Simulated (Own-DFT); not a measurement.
# How strain changes the stress of 4H SiC, 32 atoms (C16Si16)

All numbers below are calculated, not measured. They come from Own-DFT, an in-house plane-wave density functional program, since retired, whose code no person has reviewed. Each row is one single-point run on a periodic cell that was not relaxed, without spin or spin-orbit coupling.

Settings of every run: PBE; PseudoDojo norm-conserving scalar-relativistic files; cutoff 42 hartree; 5 x 5 x 3 k mesh centred on Gamma; Fermi-Dirac smearing of 0.1 eV.

Known limits: forces on such cells passed a denser k mesh, each cell not checked; stress not checked against mesh or cutoff.

Unstrained cell vectors in Å: (6.165, 0.000, 0.000); (-3.083, 5.339, 0.000); (0.000, 0.000, 10.068). The unstrained cell has measured lattice constants (interpolated for alloys), not those of this functional. That, the random moves and any unrelaxed bonds set the pressure at no strain. Each run strains this cell uniformly, with the atoms carried along. Every atom was also moved at random, by a Gaussian of width 0.05 Å on each axis. Strain is the symmetric tensor, in per cent. Stress is positive in tension, and the pressure is minus a third of its trace.

```
run  e_xx (%)  e_yy (%)  e_zz (%)  e_yz (%)  e_xz (%)  e_xy (%)  s_xx (GPa)  s_yy (GPa)  s_zz (GPa)  s_yz (GPa)  s_xz (GPa)  s_xy (GPa)  P (GPa)  E (meV/atom)
  1      1.22     -1.64     -0.50     -0.35      1.62     -0.04        0.05      -14.89       -7.28       -1.66        4.94       -0.32     7.37          44.0
  2      1.30     -1.83      1.23     -0.38     -1.65      0.05       -1.72      -10.93        1.12       -1.10       -4.21        2.50     3.84          43.3
  3     -0.78     -1.70      0.78     -0.68     -1.63     -0.70      -10.57      -14.98       -5.20       -3.21       -3.91       -4.46    10.25          73.4
  4      0.10      0.55     -0.92     -0.91      1.15     -1.10       -8.14       -0.78      -10.55       -4.18        4.14       -3.66     6.49          53.1
  5     -1.56      0.93     -1.75      1.37      0.80      0.21      -14.72       -1.98      -14.69        4.26        2.28       -1.48    10.46          27.2
  6     -0.09     -0.38      0.59     -1.47      0.95      1.41       -4.18       -8.22       -1.77       -4.98        2.63        5.45     4.72          18.6
  7      1.45     -0.53     -0.34      0.19     -0.18     -1.06        2.48       -4.50       -9.39        1.98       -0.63       -5.37     3.80          27.3
  8     -0.51     -1.25      0.87     -1.06      1.65      0.40       -7.66      -11.15       -1.23       -3.62        5.60       -0.52     6.68           0.0
  9      1.74      0.08      1.01     -0.92     -1.28     -1.81        3.48       -1.62        0.27       -2.93       -4.65       -8.23    -0.71          27.4
 10     -1.29     -1.14     -1.80     -1.66     -1.71      1.63      -17.60      -14.84      -18.85       -5.82       -8.58        6.34    17.10         101.9
 11     -1.46     -0.85     -1.33     -1.19      0.97      0.09      -13.92      -13.09      -15.21       -4.60        3.37        0.92    14.07          43.2
 12      1.01     -0.27      0.47      1.37      0.35      1.98        0.40       -2.17       -6.09        3.72        2.08        9.47     2.62          26.9
 13      0.92     -0.06     -1.66      1.53     -1.55     -0.32       -1.14       -6.43      -12.34        6.18       -6.12        1.28     6.64          26.8
 14     -1.13      1.49     -1.85     -0.30     -0.02      0.88       -9.34        1.94      -19.50        0.32       -0.02        3.77     8.97          39.3
 15      0.67      0.29      1.58      0.86      0.51      0.85        0.18        0.38        1.26        3.26        1.73        3.32    -0.61           4.6
 16     -0.94     -1.25     -1.21      1.85      1.99      0.68           ?           ?           ?           ?           ?           ?        ?             ?
```

E is the free energy for each atom above the lowest run shown.

## Worked fit

Each stress component was fitted by least squares to a constant and the strains of the runs shown, as fractions, with shears doubled. Shear strains stay in the fit of a normal stress only where such slopes are resolved. The slopes, in GPa:

| stress | at no strain | per e_xx | per e_yy | per e_zz | scatter |
|---|---|---|---|---|---|
| s_xx | -5.3 | 519 ± 49 | 124 ± 53 | 93 ± 48 | 1.80 |
| s_yy | -4.1 | 127 ± 36 | 629 ± 39 | 120 ± 36 | 1.34 |
| s_zz | -6.8 | 93 ± 53 | 3 ± 57 | 506 ± 52 | 1.95 |

Each shear stress against twice its own strain: yz 166 ± 13, xz 172 ± 11, xy 231 ± 20 GPa. These are stiffnesses along x, y and z of the frame in which the cell vectors are given, which need not be the crystal's axes. The atoms are held to the strained lattice; where symmetry lets them move under strain, relaxing them would lower some slopes. The table should be nearly symmetric about its diagonal, and what it lacks of that shows the noise. A ninth of its sum, 246 ± 9 GPa, estimates the bulk modulus near the mean pressure of these runs, 6.8 GPa, so it lies above the value at zero pressure.

## Withheld run

Question: what normal stresses and pressure should run 16 give?

The fit gives s_xx = -12.9, s_yy = -14.6, s_zz = -13.9 and P = 13.8 GPa. The calculation gave -13.14, -12.50, -14.58 and P = 13.40 GPa.
